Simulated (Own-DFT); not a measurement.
Simulation results for AlN (wurtzite, atoms displaced)

A calculation, not a measurement: plane-wave PBE density functional theory by an unreviewed code, no spin, of a simulated periodic cell, stress positive in tension, free energy of the whole cell less one offset for each atom, forces on such cells passed a denser k mesh, this cell's mesh not checked; offsets are fitted by least squares, one for each functional and potential file, so energies compare only between cells with the same atoms and settings and are not formation energies; the far tail of each file's local potential was reset to the Coulomb form; each entry is a single point on an unrelaxed cell, so the pressure reflects the starting lattice, mostly measured values (interpolated for alloys), from which strain is counted, and rises with the displacements; printed positions are rounded, which can move forces by about a meV/angstrom; the program, named Own-DFT, is a retired in-house code; no spin-orbit coupling. Program: Own-DFT development build.

Settings shared by all entries: functional PBE; potential files PseudoDojo norm-conserving, scalar-relativistic, standard set; wave cutoff 42 hartree; occupations Fermi-Dirac; smearing width 0.1 eV; k mesh 2 x 2 x 2 centred on Gamma.

```yaml
- entry: 1
  formula: AlN
  kind: "wurtzite, atoms displaced"
  structure:
    cell_angstrom: [[12.448, 0.0, 0.0], [-6.224, 10.7803, 0.0], [0.0, 0.0, 9.964]]
    atoms_fractional:
      - [Al, 0.0688, 0.16681, 0.9948]
      - [Al, 0.16316, 0.07231, 0.24649]
      - ["N", 0.08368, 0.15132, 0.19242]
      - ["N", 0.16137, 0.08033, 0.43543]
      - [Al, 0.09503, 0.17598, 0.4935]
      - [Al, 0.17476, 0.09633, 0.74651]
      - ["N", 0.09544, 0.16711, 0.69695]
      - ["N", 0.1545, 0.06945, 0.94612]
      - [Al, 0.08922, 0.41287, 0.00748]
      - [Al, 0.1652, 0.33993, 0.25019]
      - ["N", 0.07362, 0.40333, 0.188]
      - ["N", 0.16891, 0.32771, 0.44855]
      - [Al, 0.10659, 0.44293, 0.49462]
      - [Al, 0.17161, 0.33423, 0.74644]
      - ["N", 0.08094, 0.41614, 0.71378]
      - ["N", 0.16069, 0.32513, 0.93115]
      - [Al, 0.09213, 0.67263, 0.9874]
      - [Al, 0.15144, 0.59019, 0.23559]
      - ["N", 0.0813, 0.67103, 0.19581]
      - ["N", 0.17176, 0.58936, 0.44286]
      - [Al, 0.06981, 0.65705, 0.50105]
      - [Al, 0.16864, 0.57845, 0.75652]
      - ["N", 0.08361, 0.66887, 0.68633]
      - ["N", 0.16797, 0.57676, 0.9342]
      - [Al, 0.09258, 0.9076, 0.02376]
      - [Al, 0.16582, 0.83469, 0.24874]
      - ["N", 0.08056, 0.92138, 0.19112]
      - ["N", 0.16116, 0.83722, 0.43038]
      - [Al, 0.07285, 0.90135, 0.51306]
      - [Al, 0.16635, 0.83659, 0.74658]
      - ["N", 0.08427, 0.92085, 0.67218]
      - ["N", 0.14593, 0.82576, 0.93787]
      - [Al, 0.32662, 0.17328, 0.9816]
      - [Al, 0.42239, 0.09282, 0.24238]
      - ["N", 0.32127, 0.1614, 0.19768]
      - ["N", 0.41017, 0.07862, 0.43667]
      - [Al, 0.33245, 0.17035, 0.49152]
      - [Al, 0.41685, 0.07455, 0.76094]
      - ["N", 0.32994, 0.17286, 0.69182]
      - ["N", 0.41668, 0.08213, 0.94067]
      - [Al, 0.34025, 0.423, 0.017]
      - [Al, 0.4174, 0.33751, 0.23697]
      - ["N", 0.32273, 0.42214, 0.18268]
      - ["N", 0.43027, 0.34093, 0.44172]
      - [Al, 0.34275, 0.41346, 0.48984]
      - [Al, 0.42456, 0.33457, 0.76128]
      - ["N", 0.33221, 0.40795, 0.68155]
      - ["N", 0.41427, 0.34004, 0.95415]
      - [Al, 0.32646, 0.66768, 0.97096]
      - [Al, 0.42806, 0.59692, 0.24392]
      - ["N", 0.33824, 0.67101, 0.20291]
      - ["N", 0.41118, 0.58791, 0.43856]
      - [Al, 0.3271, 0.67278, 0.50466]
      - [Al, 0.41419, 0.57332, 0.74743]
      - ["N", 0.3408, 0.65853, 0.70536]
      - ["N", 0.40239, 0.58441, 0.94367]
      - [Al, 0.33702, 0.92022, 0.00657]
      - [Al, 0.42317, 0.83387, 0.24714]
      - ["N", 0.34136, 0.92313, 0.19996]
      - ["N", 0.42471, 0.82981, 0.4468]
      - [Al, 0.32888, 0.91856, 0.50653]
      - [Al, 0.42821, 0.84349, 0.76431]
      - ["N", 0.33167, 0.91066, 0.69295]
      - ["N", 0.4181, 0.82796, 0.9293]
      - [Al, 0.59013, 0.17247, 0.01682]
      - [Al, 0.65405, 0.09037, 0.26148]
      - ["N", 0.58988, 0.17458, 0.20616]
      - ["N", 0.67562, 0.0941, 0.43061]
      - [Al, 0.58714, 0.17223, 0.49423]
      - [Al, 0.6651, 0.07822, 0.75306]
      - ["N", 0.56245, 0.14187, 0.67932]
      - ["N", 0.65886, 0.07097, 0.93145]
      - [Al, 0.59479, 0.41277, 0.99333]
      - [Al, 0.66509, 0.32722, 0.26985]
      - ["N", 0.57125, 0.40674, 0.19876]
      - ["N", 0.64898, 0.32593, 0.45176]
      - [Al, 0.5955, 0.4206, 0.50008]
      - [Al, 0.65806, 0.34326, 0.75529]
      - ["N", 0.57736, 0.40617, 0.69238]
      - ["N", 0.66509, 0.33506, 0.94641]
      - [Al, 0.5729, 0.65935, 0.00966]
      - [Al, 0.68315, 0.60199, 0.25197]
      - ["N", 0.5827, 0.65972, 0.18564]
      - ["N", 0.66979, 0.57948, 0.45379]
      - [Al, 0.57169, 0.65558, 0.49666]
      - [Al, 0.66567, 0.5896, 0.74867]
      - ["N", 0.59688, 0.6714, 0.68821]
      - ["N", 0.67073, 0.57796, 0.94202]
      - [Al, 0.59635, 0.91918, 0.00377]
      - [Al, 0.66208, 0.84957, 0.25931]
      - ["N", 0.58318, 0.92107, 0.20509]
      - ["N", 0.66939, 0.82156, 0.43306]
      - [Al, 0.58892, 0.91123, 0.47919]
      - [Al, 0.65634, 0.8281, 0.75575]
      - ["N", 0.58763, 0.91746, 0.686]
      - ["N", 0.67307, 0.84533, 0.94342]
      - [Al, 0.84027, 0.18147, 0.00318]
      - [Al, 0.91175, 0.07894, 0.2531]
      - ["N", 0.82093, 0.15987, 0.18854]
      - ["N", 0.90746, 0.08408, 0.42849]
      - [Al, 0.85378, 0.17409, 0.4956]
      - [Al, 0.90046, 0.06658, 0.7526]
      - ["N", 0.83102, 0.17151, 0.69209]
      - ["N", 0.92358, 0.09763, 0.94855]
      - [Al, 0.84455, 0.42108, 0.99178]
      - [Al, 0.92144, 0.33255, 0.23447]
      - ["N", 0.81722, 0.40774, 0.18106]
      - ["N", 0.91623, 0.3432, 0.44137]
      - [Al, 0.82951, 0.4149, 0.50715]
      - [Al, 0.9135, 0.32159, 0.76003]
      - ["N", 0.84157, 0.4228, 0.69242]
      - ["N", 0.90894, 0.31981, 0.92856]
      - [Al, 0.81718, 0.66374, 0.99898]
      - [Al, 0.92117, 0.5924, 0.24702]
      - ["N", 0.81508, 0.65765, 0.189]
      - ["N", 0.92868, 0.58891, 0.42872]
      - [Al, 0.84794, 0.66494, 0.49019]
      - [Al, 0.92722, 0.59359, 0.75124]
      - ["N", 0.83109, 0.65581, 0.70076]
      - ["N", 0.9309, 0.59629, 0.94239]
      - [Al, 0.81757, 0.91213, 0.00308]
      - [Al, 0.91939, 0.82597, 0.24904]
      - ["N", 0.83256, 0.91563, 0.17389]
      - ["N", 0.91249, 0.8335, 0.43635]
      - [Al, 0.83594, 0.91894, 0.48975]
      - [Al, 0.91335, 0.83317, 0.76424]
      - ["N", 0.84181, 0.91109, 0.69459]
      - ["N", 0.90433, 0.84432, 0.94125]
  results:
    "free_energy_of_cell_above_offsets [eV]": "-28.188"
    "pressure [GPa]": 11.28
    "stress_xx [GPa]": -12.59
    "stress_yy [GPa]": -9.5
    "stress_zz [GPa]": -11.74
    "stress_yz [GPa]": 0.74
    "stress_xz [GPa]": 0.64
    "stress_xy [GPa]": 0.84
    force_element: [Al, Al, "N", "N", Al, Al, "N", "N", Al, Al, "N", "N", Al, Al, "N", "N", Al, Al, "N", "N", Al, Al, "N", "N", Al, Al, "N", "N", Al, Al, "N", "N", Al, Al, "N", "N", Al, Al, "N", "N", Al, Al, "N", "N", Al, Al, "N", "N", Al, Al, "N", "N", Al, Al, "N", "N", Al, Al, "N", "N", Al, Al, "N", "N", Al, Al, "N", "N", Al, Al, "N", "N", Al, Al, "N", "N", Al, Al, "N", "N", Al, Al, "N", "N", Al, Al, "N", "N", Al, Al, "N", "N", Al, Al, "N", "N", Al, Al, "N", "N", Al, Al, "N", "N", Al, Al, "N", "N", Al, Al, "N", "N", Al, Al, "N", "N", Al, Al, "N", "N", Al, Al, "N", "N", Al, Al, "N", "N"]
    "force_x [eV/angstrom]": [6.666, -0.735, -3.445, 0.595, -0.24, 0.562, -5.119, 0.838, 0.015, 1.985, 0.936, -1.196, -1.094, -0.686, 0.794, 0.938, -0.097, 6.603, -1.805, -2.254, 4.569, -0.389, 1.52, -2.809, -5.105, 0.807, 1.335, 1.205, -0.327, -0.911, 0.434, 4.793, -0.182, -2.243, 2.635, 0.755, 0.214, -1.87, 3.142, 0.04, -2.215, -2.458, 1.383, -0.74, -1.352, -2.791, 1.037, 2.219, 1.081, -2.18, -2.466, 0.783, 2.787, 1.359, -3.055, 4.611, 0.145, -2.473, -0.556, -2.285, 0.938, -0.135, -0.274, -0.771, -0.003, 4.687, -2.664, 0.505, -0.72, -0.994, 2.362, -0.385, -5.204, -1.666, 4.228, 5.004, -4.32, 5.63, -2.007, 4.03, 0.539, -8.444, 0.232, 0.591, 1.601, 2.716, -3.568, -4.498, -3.341, 5.249, -1.227, -0.779, -0.624, 1.71, 0.279, -2.532, -0.158, 0.867, 0.593, 3.41, -4.94, 1.522, 1.2, -5.777, -1.466, -4.889, 2.558, 2.211, 0.453, -0.128, -1.296, -0.34, 4.39, -1.747, 9.603, -3.344, -3.758, -0.56, -0.25, -1.761, 4.152, -2.616, -0.75, 1.354, -0.072, 2.396, -3.68, 2.967]
    "force_y [eV/angstrom]": [0.415, 2.969, 3.04, -0.383, -4.55, -4.117, 1.045, 1.318, -0.706, -3.206, 3.876, 5.04, -7.146, -0.739, -0.085, 2.006, -2.096, -1.93, 1.608, 3.034, 3.36, 0.509, 0.229, 0.207, 3.216, 1.538, -4.505, -1.79, 2.351, 0.256, -0.346, 0.989, -2.403, -0.669, 1.707, 1.091, -0.563, 0.747, -0.196, 0.89, -0.577, -2.069, 0.505, -0.917, 0.864, -0.704, 1.604, 0.265, 0.748, -2.41, -0.572, -1.165, -0.006, -0.509, 1.996, -1.27, -0.527, -0.612, -1.134, 1.167, -0.088, -0.821, -0.243, 2.122, -0.981, -1.614, -0.601, -1.028, -4.703, 0.958, 2.943, 2.84, 1.946, 3.107, 2.659, 1.789, 0.095, -3.163, 3.847, -2.216, 0.614, -6.746, 2.079, 2.133, 0.996, -2.096, -0.586, -1.199, 0.28, -2.497, 1.72, 0.904, 1.953, 1.131, -0.709, -4.986, -6.325, 0.243, 1.136, -1.542, 1.924, 3.459, -3.015, -4.327, 0.133, -2.089, 1.926, -0.153, -0.211, 2.749, -0.657, 5.661, 3.334, -2.863, 4.557, -2.917, 0.779, -2.064, 2.063, -1.994, 3.863, 1.581, -0.576, -1.343, -0.435, -0.702, 0.213, -2.933]
    "force_z [eV/angstrom]": [2.328, 2.09, -0.445, 0.79, 1.896, 1.745, -2.456, -1.04, -3.423, 0.92, -0.424, -2.302, 2.716, -0.014, -3.047, 2.305, 1.37, 2.481, -2.968, -2.325, 0.747, -2.617, 0.547, 2.967, -4.736, 0.791, 2.167, 1.954, -7.779, -0.407, 9.05, -1.181, 2.415, 1.925, -2.057, -0.189, 0.424, -2.386, 0.342, 2.254, -5.441, 2.002, 5.088, -1.355, 1.029, -1.303, 0.969, -1.64, 2.97, 1.466, -2.496, -0.012, 0.752, 0.276, -1.516, -0.525, -0.421, 1.876, -1.942, -1.026, -1.512, -6.809, 0.927, 6.268, -2.195, -2.044, -2.91, 3.851, 2.066, -2.635, 1.101, 3.123, 4.047, -1.961, -1.745, -1.233, 1.269, 0.201, -0.808, -2.087, -2.814, 4.331, 1.608, -1.904, 0.606, 0.395, -0.044, -1.512, 1.052, -2.239, -2.651, 1.275, 3.002, -1.046, -0.408, -1.838, 0.988, -3.803, 0.121, 2.09, 1.503, 0.839, -1.366, -2.656, 0.093, 3.159, 0.789, -1.196, -0.196, -4.543, 1.038, 4.269, 0.036, -1.702, -2.728, -0.279, 2.503, 0.815, -1.627, 0.409, -0.851, -0.738, 5.797, -0.349, 1.823, -1.656, -2.191, 1.707]
- entry: 2
  formula: AlN
  kind: "wurtzite, atoms displaced"
  structure:
    cell_angstrom: [[12.448, 0.0, 0.0], [-6.224, 10.7803, 0.0], [0.0, 0.0, 9.964]]
    atoms_fractional:
      - [Al, 0.07934, 0.17302, 0.00558]
      - [Al, 0.17478, 0.07739, 0.2315]
      - ["N", 0.08527, 0.17314, 0.19115]
      - ["N", 0.15784, 0.07878, 0.43169]
      - [Al, 0.09157, 0.16439, 0.51418]
      - [Al, 0.17071, 0.09618, 0.76585]
      - ["N", 0.08964, 0.16885, 0.7016]
      - ["N", 0.17952, 0.0998, 0.94711]
      - [Al, 0.06534, 0.41027, 0.00614]
      - [Al, 0.15496, 0.32532, 0.23995]
      - ["N", 0.07422, 0.41816, 0.19004]
      - ["N", 0.16841, 0.33761, 0.4518]
      - [Al, 0.07395, 0.40461, 0.50386]
      - [Al, 0.16824, 0.32222, 0.75825]
      - ["N", 0.09017, 0.42997, 0.6958]
      - ["N", 0.18013, 0.33466, 0.94446]
      - [Al, 0.07919, 0.67519, 0.99081]
      - [Al, 0.16763, 0.5912, 0.26537]
      - ["N", 0.09136, 0.66227, 0.18217]
      - ["N", 0.16482, 0.5825, 0.43648]
      - [Al, 0.09146, 0.65705, 0.4934]
      - [Al, 0.1595, 0.58225, 0.75474]
      - ["N", 0.09512, 0.68796, 0.68067]
      - ["N", 0.16905, 0.58566, 0.94023]
      - [Al, 0.08712, 0.91826, 0.00429]
      - [Al, 0.16947, 0.84117, 0.23067]
      - ["N", 0.08116, 0.9279, 0.21249]
      - ["N", 0.16606, 0.83543, 0.42133]
      - [Al, 0.07558, 0.92803, 0.49954]
      - [Al, 0.16589, 0.82824, 0.74356]
      - ["N", 0.07208, 0.91098, 0.69406]
      - ["N", 0.17315, 0.83926, 0.93863]
      - [Al, 0.34045, 0.16872, 0.99456]
      - [Al, 0.41999, 0.09238, 0.24085]
      - ["N", 0.32179, 0.1634, 0.18469]
      - ["N", 0.41555, 0.08314, 0.42841]
      - [Al, 0.33302, 0.17183, 0.50361]
      - [Al, 0.42117, 0.09819, 0.75358]
      - ["N", 0.31198, 0.14513, 0.67693]
      - ["N", 0.40565, 0.07073, 0.9213]
      - [Al, 0.33372, 0.42098, 0.00124]
      - [Al, 0.42348, 0.33361, 0.24826]
      - ["N", 0.32966, 0.40791, 0.17445]
      - ["N", 0.41404, 0.35183, 0.43742]
      - [Al, 0.34165, 0.41404, 0.5074]
      - [Al, 0.42709, 0.32221, 0.73866]
      - ["N", 0.34253, 0.42376, 0.68868]
      - ["N", 0.40284, 0.33626, 0.92793]
      - [Al, 0.3335, 0.66394, 0.02616]
      - [Al, 0.42044, 0.59197, 0.26133]
      - ["N", 0.33877, 0.66699, 0.21414]
      - ["N", 0.4123, 0.57307, 0.43173]
      - [Al, 0.32164, 0.64856, 0.50586]
      - [Al, 0.42974, 0.57961, 0.75772]
      - ["N", 0.31799, 0.65857, 0.6825]
      - ["N", 0.40396, 0.57645, 0.9325]
      - [Al, 0.33949, 0.90815, 0.99668]
      - [Al, 0.40084, 0.82657, 0.23332]
      - ["N", 0.33331, 0.92088, 0.19152]
      - ["N", 0.39525, 0.81136, 0.4368]
      - [Al, 0.33246, 0.91029, 0.50749]
      - [Al, 0.40696, 0.82995, 0.73787]
      - ["N", 0.32311, 0.91292, 0.68522]
      - ["N", 0.40749, 0.82903, 0.96374]
      - [Al, 0.57595, 0.15335, 0.98702]
      - [Al, 0.67083, 0.08445, 0.23865]
      - ["N", 0.58238, 0.16915, 0.17486]
      - ["N", 0.6755, 0.09122, 0.44167]
      - [Al, 0.58259, 0.16324, 0.50192]
      - [Al, 0.67216, 0.09569, 0.74648]
      - ["N", 0.58166, 0.14834, 0.67601]
      - ["N", 0.67189, 0.08037, 0.93578]
      - [Al, 0.59182, 0.40963, 0.97981]
      - [Al, 0.67177, 0.3316, 0.25991]
      - ["N", 0.57625, 0.41298, 0.16155]
      - ["N", 0.68671, 0.35428, 0.45367]
      - [Al, 0.59261, 0.41553, 0.49415]
      - [Al, 0.668, 0.33541, 0.74227]
      - ["N", 0.58395, 0.40947, 0.68475]
      - ["N", 0.65494, 0.33418, 0.94616]
      - [Al, 0.56937, 0.64278, 0.99153]
      - [Al, 0.66107, 0.58297, 0.24075]
      - ["N", 0.58256, 0.66336, 0.17703]
      - ["N", 0.65416, 0.57958, 0.44831]
      - [Al, 0.58524, 0.66442, 0.50858]
      - [Al, 0.6665, 0.58843, 0.76115]
      - ["N", 0.56567, 0.64345, 0.69606]
      - ["N", 0.65685, 0.57988, 0.95368]
      - [Al, 0.58559, 0.92314, 0.98556]
      - [Al, 0.66345, 0.82613, 0.24657]
      - ["N", 0.58376, 0.9306, 0.19674]
      - ["N", 0.66743, 0.83107, 0.4431]
      - [Al, 0.61167, 0.93431, 0.49289]
      - [Al, 0.66197, 0.82713, 0.74446]
      - ["N", 0.57566, 0.91974, 0.68755]
      - ["N", 0.67097, 0.8328, 0.94214]
      - [Al, 0.84137, 0.15783, 0.00202]
      - [Al, 0.93081, 0.08474, 0.25583]
      - ["N", 0.84129, 0.17915, 0.18661]
      - ["N", 0.90392, 0.08256, 0.43986]
      - [Al, 0.83138, 0.16121, 0.49428]
      - [Al, 0.92094, 0.08475, 0.72095]
      - ["N", 0.83239, 0.15112, 0.68002]
      - ["N", 0.92616, 0.07062, 0.93867]
      - [Al, 0.84744, 0.41647, 0.99625]
      - [Al, 0.91084, 0.3352, 0.24427]
      - ["N", 0.83486, 0.4169, 0.18138]
      - ["N", 0.91064, 0.33878, 0.42908]
      - [Al, 0.84056, 0.42404, 0.51303]
      - [Al, 0.91676, 0.31951, 0.76054]
      - ["N", 0.83178, 0.41296, 0.69138]
      - ["N", 0.92217, 0.32431, 0.95043]
      - [Al, 0.82586, 0.66847, 0.9991]
      - [Al, 0.92529, 0.58303, 0.25489]
      - ["N", 0.82788, 0.6614, 0.18009]
      - ["N", 0.92552, 0.58435, 0.44887]
      - [Al, 0.83032, 0.67887, 0.48896]
      - [Al, 0.89988, 0.56525, 0.75603]
      - ["N", 0.82645, 0.66763, 0.6961]
      - ["N", 0.91298, 0.58167, 0.93694]
      - [Al, 0.82005, 0.90529, 0.99331]
      - [Al, 0.91943, 0.83273, 0.25413]
      - ["N", 0.83702, 0.92061, 0.18148]
      - ["N", 0.92458, 0.83008, 0.44102]
      - [Al, 0.84105, 0.91832, 0.49864]
      - [Al, 0.91583, 0.83719, 0.7403]
      - ["N", 0.8407, 0.91202, 0.68289]
      - ["N", 0.92355, 0.84075, 0.93747]
  results:
    "free_energy_of_cell_above_offsets [eV]": "-27.220"
    "pressure [GPa]": 10.58
    "stress_xx [GPa]": -12.35
    "stress_yy [GPa]": -9.73
    "stress_zz [GPa]": -9.66
    "stress_yz [GPa]": -0.74
    "stress_xz [GPa]": 1.75
    "stress_xy [GPa]": 0.67
    force_element: [Al, Al, "N", "N", Al, Al, "N", "N", Al, Al, "N", "N", Al, Al, "N", "N", Al, Al, "N", "N", Al, Al, "N", "N", Al, Al, "N", "N", Al, Al, "N", "N", Al, Al, "N", "N", Al, Al, "N", "N", Al, Al, "N", "N", Al, Al, "N", "N", Al, Al, "N", "N", Al, Al, "N", "N", Al, Al, "N", "N", Al, Al, "N", "N", Al, Al, "N", "N", Al, Al, "N", "N", Al, Al, "N", "N", Al, Al, "N", "N", Al, Al, "N", "N", Al, Al, "N", "N", Al, Al, "N", "N", Al, Al, "N", "N", Al, Al, "N", "N", Al, Al, "N", "N", Al, Al, "N", "N", Al, Al, "N", "N", Al, Al, "N", "N", Al, Al, "N", "N", Al, Al, "N", "N", Al, Al, "N", "N"]
    "force_x [eV/angstrom]": [2.474, -4.611, 0.932, 0.719, -0.861, 0.172, -1.419, -1.133, 7.088, 1.351, 1.403, 0.381, -0.102, 0.222, -0.97, -4.821, 2.24, 1.376, -2.766, 1.769, -3.642, 0.564, -0.433, -1.244, -1.009, -0.119, 0.891, -0.133, 5.263, -2.198, 2.04, -0.825, -0.954, -0.104, 5.681, 0.403, -0.12, 0.155, 2.773, 1.448, 0.499, -2.548, -0.291, 8.202, -6.71, -4.699, 0.247, 4.804, -0.783, 1.691, -1.822, 0.63, 1.215, -9.336, 2.241, 0.902, -6.341, 2.07, -0.201, 1.364, -1.004, 0.074, 1.75, 6.273, -0.181, -0.244, 0.644, -1.729, -0.432, 2.526, -3.477, -0.402, -10.8, -0.577, 1.287, -0.922, -3.601, 0.394, 0.612, 11.23, -3.908, 0.651, -1.254, 3.008, -3.11, 0.833, 6.432, 4.197, 0.299, -0.401, 0.89, 1.699, -3.953, -0.426, 2.244, -4.086, 0.022, -2.437, 0.337, 4.414, -1.241, 1.835, -2.372, -3.06, -2.918, 1.076, -1.083, 1.122, 1.843, 0.675, 1.141, -4.552, 1.298, -0.696, 1.082, -2.1, 1.574, 0.595, 0.293, -0.328, 4.685, -1.428, -0.274, -3.544, -0.93, 2.156, -4.14, -0.597]
    "force_y [eV/angstrom]": [-0.295, 3.926, -3.063, 2.786, 1.931, -4.049, -1.068, -2.5, 4.666, 4.391, 0.402, -1.944, 1.788, 5.345, -5.389, -1.246, -1.446, -1.915, 1.842, -3.626, 4.899, 2.747, -8.273, -0.443, 1.244, -1.383, -5.517, -0.201, -2.311, 5.116, 2.698, -0.172, 1.356, -1.482, 2.727, 1.653, -1.109, -3.63, 3.136, 1.38, -0.558, 0.447, 1.162, -5.617, 3.411, 1.133, -2.96, -1.511, -1.349, -2.798, -1.383, 1.253, 1.625, -3.348, 0.988, 2.157, 3.33, 3.145, 1.22, 2.504, -0.72, -1.147, 2.088, -2.31, 1.886, 2.653, 0.087, 0.351, 0.134, -3.931, 3.742, 2.413, 4.94, 0.873, 0.218, -4.175, 1.291, -1.517, 1.194, -6.671, 3.692, -1.487, 0.767, 0.71, -0.294, -1.426, 6.438, -1.252, -3.019, 1.767, -4.435, -0.5, -3.303, 0.857, -0.286, -2.608, -0.943, -0.542, -3.149, -1.383, 4.006, -2.603, 3.202, 1.341, -0.076, 0.713, 0.568, -1.382, 0.465, 1.648, -2.231, -2.469, 0.733, -0.015, 0.843, 0.332, -4.66, 5.039, -1.014, -0.43, 2.596, -0.478, -0.923, 1.717, -0.939, -2.313, 1.388, -1.878]
    "force_z [eV/angstrom]": [-0.537, 3.483, -0.48, 0.187, -2.454, 0.078, -2.204, 0.78, 0.707, 1.824, 0.718, -0.871, -0.422, 0.109, -0.616, -0.755, 0.517, -3.444, -0.39, 2.009, 1.59, 0.185, -0.36, 1.36, -1.088, 3.098, -4.547, 1.77, 1.199, 1.725, -0.909, 0.631, 0.464, 0.544, -0.827, 1.707, -3.978, -4.716, 2.044, 4.35, -0.98, -1.385, 4.361, -2.26, 1.259, 1.325, 0.745, -0.954, -2.791, -2.712, -3.201, 4.103, -1.84, 0.42, 2.724, 2.438, 1.416, 3.919, -2.449, -0.115, -3.809, -0.293, 1.942, -2.851, 0.885, 1.154, 1.443, -1.808, -3.117, 0.623, 2.714, -0.815, 3.307, -2.454, 4.633, -2.52, 0.924, 1.065, 0.073, -5.224, 1.739, 0.103, 1.52, -2.369, -0.901, -0.854, -2.597, -3.437, 2.12, -0.619, -1.805, -0.194, 0.854, 0.422, 0.486, -2.412, 0.134, -1.223, 0.201, 0.422, -0.305, 3.89, 0.98, -1.3, 0.82, 0.907, 0.815, 2.521, -2.243, -1.729, 2.068, -3.511, -1.122, -0.589, 3.027, -1.155, 2.457, -1.551, -0.783, 0.654, 1.315, -1.596, 2.161, -1.372, -1.176, 3.07, -0.632, 0.411]
```
